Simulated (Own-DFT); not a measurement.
# Point defects and the pressure they add: diamond germanium

The numbers are computed, not measured, by runs of the plane-wave DFT program Own-DFT (in-house, retired, unreviewed) at fixed positions, with no spin and no spin-orbit coupling.

Method: PBE; PseudoDojo norm-conserving scalar-relativistic files; cutoff 42 hartree; 3 x 3 x 6 k mesh centred on Gamma; Fermi-Dirac smearing of 0.1 eV.

Keep in mind (not all hold for every row): not probed for a lower state with spin; smearing too wide for converged forces on cells of this kind; forces on such cells failed a check on a denser k mesh; stress not checked against mesh or cutoff.

All runs share one cell, with vectors in Å (11.316, 0.000, 0.000); (0.000, 11.316, 0.000); (0.000, 0.000, 5.658) and a volume of 724.5 Å³. Atoms were moved at random from their sites; u is the rms move along one axis. The defect's site can differ from row to row.

| cell | formula | u (Å) | P (GPa) |
|---|---|---|---|
| no defect | Ge32 | 0.0167 | 3.87 |
| no defect | Ge32 | 0.0196 | 3.89 |
| no defect | Ge32 | 0.0503 | 4.46 |
| one Ge vacancy | Ge31 | 0.0285 | 3.44 |
| one Ge vacancy | Ge31 | 0.0327 | 3.43 |
| one Ge vacancy | Ge31 | 0.0521 | 4.02 |
| one Ge vacancy | Ge31 | 0.0534 | ? |
| one added Ge | Ge33 | 0.0264 | 7.74 |
| one added Ge | Ge33 | 0.0498 | 8.26 |
| one added Ge | Ge33 | 0.0567 | 8.38 |

## Analysis

P = P0 + c u² + a shift for each defect gives P0 = 3.78 GPa, c = 279 ± 17 GPa/Å² and a scatter of 0.05 GPa. The shifts, and each times the cell's volume:

- one added Ge: 3.76 ± 0.05 GPa, 17.0 eV
- one Ge vacancy: -0.57 ± 0.04 GPa, -2.6 eV

Positive is outwards. The product with the volume (160.2 GPa Å³ to the eV) is nearly free of the cell's size; divided by the bulk modulus at the cell's pressure it gives the volume that the defect adds. The atoms around the defects weren't relaxed, which would change these numbers.

## Prediction

The question: what pressure belongs in the blank (one Ge vacancy, u = 0.0534 Å)?

From the fit: 4.00 ± 0.06 GPa. DFT gave 3.90 GPa.
